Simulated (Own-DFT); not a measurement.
# Strain and stress in C40 NbSi2, 36 atoms (Nb12Si24)

All numbers below are calculated, not measured. The program, named Own-DFT, is a retired in-house plane-wave density functional code that no person has reviewed. Each row is one single-point run on a periodic cell that was not relaxed, without spin or spin-orbit coupling.

Settings of every run: PBE; PseudoDojo norm-conserving scalar-relativistic files; cutoff 42 hartree; 4 x 4 x 5 k mesh centred on Gamma; cold (Marzari-Vanderbilt) smearing of 0.2 eV.

Known limits: forces on such cells failed a check on a denser k mesh; stress not checked against mesh or cutoff.

Unstrained cell vectors in Å: (0.000, 8.324, 0.000); (-9.613, 0.000, 0.000); (0.000, 0.000, 6.586). The unstrained cell was taken from the Materials Project. The random moves and any unrelaxed bonds add to the pressure at no strain. Each run strains this cell uniformly, with the atoms carried along. Every atom was also moved at random, by a Gaussian of width 0.05 Å on each axis. Strain is the symmetric tensor, in per cent. Stress is positive in tension, and the pressure is minus a third of its trace.

```
run,e_xx (%),e_yy (%),e_zz (%),e_yz (%),e_xz (%),e_xy (%),s_xx (GPa),s_yy (GPa),s_zz (GPa),s_yz (GPa),s_xz (GPa),s_xy (GPa),P (GPa),E (meV/atom)
1,-0.83,-0.93,0.80,0.05,0.68,-1.93,-6.09,-6.41,-1.49,-0.01,1.94,-6.22,4.67,26.0
2,1.06,0.07,0.67,-1.95,-1.22,0.54,1.87,-0.76,-0.26,-5.94,-3.48,1.41,-0.29,15.8
3,1.31,1.85,-1.13,0.74,-1.33,1.09,3.21,3.68,-6.53,2.26,-4.33,2.89,-0.12,11.3
4,0.78,0.66,-0.57,-1.92,0.63,-0.73,0.78,0.23,-5.27,-6.04,1.97,-1.98,1.42,8.5
5,1.09,-0.50,-0.95,0.42,-1.90,-1.18,0.35,-4.22,-8.03,1.30,-6.67,-3.22,3.97,22.2
6,-1.97,-0.27,1.99,-1.43,1.28,1.33,-9.42,-3.50,3.25,-3.77,3.88,4.41,3.23,32.1
7,1.42,0.54,0.07,-0.38,-1.39,-0.74,3.26,0.37,-1.44,-1.32,-3.15,-2.04,-0.73,7.4
8,0.79,0.61,-1.89,0.42,1.05,1.34,-1.17,-1.38,-12.26,1.61,3.25,3.74,4.93,33.6
9,0.00,0.89,0.37,0.71,1.00,1.15,-1.31,0.09,-1.52,2.12,2.70,2.90,0.91,19.5
10,0.28,-1.76,-1.85,1.27,-0.03,1.11,-4.07,-10.99,-14.03,4.53,-0.54,3.58,9.70,30.0
11,-1.09,-0.80,-0.34,0.44,0.62,0.05,-7.10,-7.41,-7.36,1.95,2.39,-0.23,7.29,29.0
12,-1.82,-0.34,-1.14,-1.20,-0.11,1.88,-11.30,-6.88,-11.96,-4.52,-0.65,7.18,10.05,49.9
13,-0.12,0.49,-1.43,-0.01,-0.86,0.05,-3.72,-1.03,-9.47,0.40,-2.61,0.44,4.74,0.0
14,0.92,1.22,-0.77,-0.23,-1.42,-0.86,0.64,2.19,-5.82,-0.45,-4.87,-2.16,1.00,18.2
15,-1.18,0.31,0.00,1.76,-1.46,0.63,-7.37,-2.15,-5.04,5.57,-4.11,1.92,4.85,29.1
16,1.78,0.17,-1.64,1.21,-1.50,-1.89,?,?,?,?,?,?,?,?
```

E is the free energy for each atom above the lowest run shown.

## Worked fit

Each stress component was fitted by least squares to a constant and the strains of the runs shown, as fractions, with shears doubled. Shear strains stay in the fit of a normal stress only where such slopes are resolved. The slopes, in GPa:

| stress | at no strain | per e_xx | per e_yy | per e_zz | scatter |
|---|---|---|---|---|---|
| s_xx | -2.7 | 395 ± 12 | 67 ± 14 | 76 ± 11 | 0.42 |
| s_yy | -2.8 | 83 ± 16 | 377 ± 19 | 83 ± 15 | 0.57 |
| s_zz | -4.0 | 96 ± 13 | 88 ± 15 | 475 ± 12 | 0.45 |

Each shear stress against twice its own strain: yz 161 ± 6, xz 152 ± 8, xy 152 ± 5 GPa. These are stiffnesses along x, y and z of the frame in which the cell vectors are given, which need not be the crystal's axes. The atoms are held to the strained lattice; where symmetry lets them move under strain, relaxing them would lower some slopes. The table should be nearly symmetric about its diagonal, and what it lacks of that shows the noise. A ninth of its sum, 193 ± 6 GPa, estimates the bulk modulus near the mean pressure of these runs, 3.7 GPa, so it lies above the value at zero pressure.

## Withheld run

Question: what normal stresses and pressure should run 16 give?

The fit gives s_xx = 3.2, s_yy = -2.0, s_zz = -10.0 and P = 2.9 GPa. The calculation gave 1.71, -1.66, -10.06 and P = 3.34 GPa. This run lies off the fit, by chance or by something that the fit leaves out.
